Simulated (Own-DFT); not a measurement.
Si12O23 (quartz with two neutral oxygen vacancies, atoms displaced) (calculated)

A calculation, not a measurement: plane-wave PBE and HSE06 DFT by an unreviewed code, no spin, of a simulated cell at Gamma alone, so results move with cell size and shape, stress positive in tension, energies less offsets, not probed for a lower state with spin; oxygen file: force components 24 meV/angstrom off all-electron in a glass; k mesh not checked against a denser one; forces and stress are PBE's, HSE06 gives the energy alone, and its difference from PBE has offsets of its own; offsets are fitted by least squares, one for each functional and potential file, so energies compare only between cells with the same atoms and settings and are not formation energies; the far tail of each file's local potential was reset to the Coulomb form; each entry is a single point on an unrelaxed cell, so the pressure reflects the starting lattice, mostly measured values (interpolated for alloys), from which strain is counted, and rises with the displacements; printed positions are rounded, which can move forces by about a meV/angstrom; the program, named Own-DFT, is a retired in-house code; no spin-orbit coupling. Program: Own-DFT development build.

```xyz
70
Lattice="9.8268 0.0000 0.0000 -4.9134 8.5103 0.0000 0.0000 0.0000 10.8104" Properties=species:S:1:pos:R:3:force_x:R:1:force_y:R:1:force_z:R:1 formula=Si12O23 first_functional=PBE second_functional=HSE06 exact_exchange_share=0.25 screening=0.11 exchange_divergence=Gygi-Baldereschi potential_files=PseudoDojo_norm-conserving,scalar-relativistic,made_for_PBE,standard_set wave_cutoff=48 occupations=fixed k_mesh=1_x_1_x_1_centred_on_Gamma PBE_energy_of_cell_above_offsets=-14.711 HSE06_less_PBE_above_offsets=0.277 PBE_pressure=9.46 PBE_stress_xx=-10.14 PBE_stress_yy=-9.91 PBE_stress_zz=-8.33 PBE_stress_yz=0.38 PBE_stress_xz=2.46 PBE_stress_xy=-0.26
Si    -2.6401     8.4862    10.7576      4.879      3.788       1.21
Si    -1.0342     1.9900     3.5639     -11.12      1.259      5.007
Si     1.2621     2.2575     1.8968      4.761      0.256     -6.165
O      1.4383     1.1250     0.5758     -2.328      3.789      3.053
O      2.7613     2.4769     2.5464     -5.093      1.638     -4.354
O      3.2100     0.6651     4.2597      0.252     -0.579      0.131
O     -1.1242     3.1424     4.7863      0.755     -1.118     -1.159
O      0.2259     1.7564     2.8813      5.093     -2.629     -0.612
O      0.8470     3.6406     1.1452      0.975     -1.138       1.82
Si     2.3426     0.1091     5.4473      1.684     -5.911     -1.314
Si    -1.0989     1.9875     9.0327     -3.804     -0.316     -0.023
Si     1.2250     2.2223     7.1521      1.985        2.2      2.267
O      1.3542     1.0708     6.0830     -2.106      1.616      0.831
O      2.7025     2.5755     7.8799     -1.382     -0.223     -1.501
O      3.3055     0.6346     9.6297     -1.879     -2.305      1.217
O     -1.0725     3.1111    10.1542       0.35     -0.074      0.688
O      0.3154     1.8193     8.3968      1.032     -1.203     -0.436
O      0.7910     3.6234     6.5428      0.171     -0.121      0.086
Si    -0.1027     4.2138     0.0286     -0.495      0.945     -2.444
Si    -3.6249     6.3619     3.6399     -0.135     -4.639     -3.255
Si    -1.1585     6.4876     1.7784       0.96      0.881     -0.331
O     -1.1390     5.2834     0.5744     -0.787       2.67      2.337
O      0.3156     6.7877     2.4800     -0.944     -0.818     -0.429
O      0.7782     4.8876     4.2644      0.216     -1.204      0.052
O     -3.5183     7.4157     4.7305      0.307      3.179      2.737
O     -2.1411     5.9864     2.9920     -1.109      0.561     -0.346
O     -1.6962     7.9802     1.1239      1.675     -3.007      1.854
Si    -0.1429     4.2723     5.4149     -1.545      0.861     -0.041
Si    -3.6207     6.2895     9.0529      2.573      1.153     -3.653
Si    -1.1374     6.5671     7.1763      4.284     -7.269      4.896
O     -1.0840     5.4378     6.0277       0.36     -1.205     -0.551
O      0.3722     6.7174     7.8420     -0.872       0.46     -0.563
O      0.7687     4.9205     9.6449     -0.031     -1.329      0.922
O     -3.4899     7.4050    10.1992     -3.746     -3.955      -2.46
O     -2.1019     6.0241     8.3521     -2.036        0.4      1.302
O     -1.6519     7.7426     6.5165     -3.829      9.384     -4.561
Si     7.2454     0.0568    10.7727     -5.861     -4.103      7.001
Si     3.7297     2.0089     3.5812      4.499     -0.386      3.526
Si     6.1813     2.3155     1.7658      2.013     -4.288      0.306
O      7.6979     2.4349     2.4099      0.228      0.494       0.28
O      8.1134     0.6496     4.2867      2.283      1.636     -1.843
O      3.7955     3.1284     4.7739      0.056     -0.059      0.302
O      5.2032     1.7248     2.9816      0.353       0.47     -0.554
O      5.6880     3.6470     1.1326     -0.737      2.386     -0.857
Si     7.1977     0.0441     5.4113      2.866     -4.279      0.619
Si     3.6734     1.9945     8.9871      3.362      2.591      1.421
Si     6.2267     2.2317     7.1483     -0.876     -1.161      4.987
O      6.3204     1.0668     6.1175     -2.748      1.912      0.273
O      7.6129     2.4462     7.9138      1.581       0.19      0.113
O      8.0577     0.6105     9.6865      5.715      3.749     -5.904
O      3.8287     3.2236    10.2775     -3.593     -5.217     -4.118
O      5.2195     1.7113     8.4967      0.252      1.272     -2.301
O      5.7123     3.5880     6.5709     -0.767      1.596     -0.458
Si     4.7302     4.3112    10.7576      2.661      3.468       2.86
Si     1.3840     6.2291     3.6794     -6.183      2.603      0.169
Si     3.8107     6.5116     1.8265     -6.734     -0.637      0.998
O      3.7604     5.4503     0.7176       1.44     -3.772     -3.333
O      5.1464     6.8462     2.3625      7.736      0.278      4.909
O      5.7457     4.8061     4.2846      0.801       2.83     -1.621
O      1.3863     7.4185     4.7474      -0.92     -0.327      0.369
O      2.6855     6.0488     3.0184      7.316     -1.104     -3.404
O      3.2370     7.8128     1.2131     -1.738      3.618     -2.349
Si     4.7859     4.2418     5.4239     -1.106      0.072     -0.567
Si     1.3865     6.2823     9.0561      0.223      2.384      0.484
Si     3.8153     6.3726     7.1871     -1.432      6.438      0.897
O      3.8153     5.4470     5.9967      1.119     -4.189     -3.672
O      5.2255     6.7872     7.8040      1.779     -0.316      1.538
O      5.8143     4.9216     9.6593     -2.037     -2.277       1.71
O      2.7941     5.9614     8.2776     -1.079     -1.577      2.261
O      3.2038     7.8430     6.5920      0.459     -0.292     -0.255
```

Units: screening in 1/bohr; wave_cutoff in hartree; PBE_energy_of_cell_above_offsets, HSE06_less_PBE_above_offsets in eV; PBE_pressure, PBE_stress_xx, PBE_stress_yy, PBE_stress_zz, PBE_stress_yz, PBE_stress_xz, PBE_stress_xy in GPa; force_x, force_y, force_z in eV/Å.
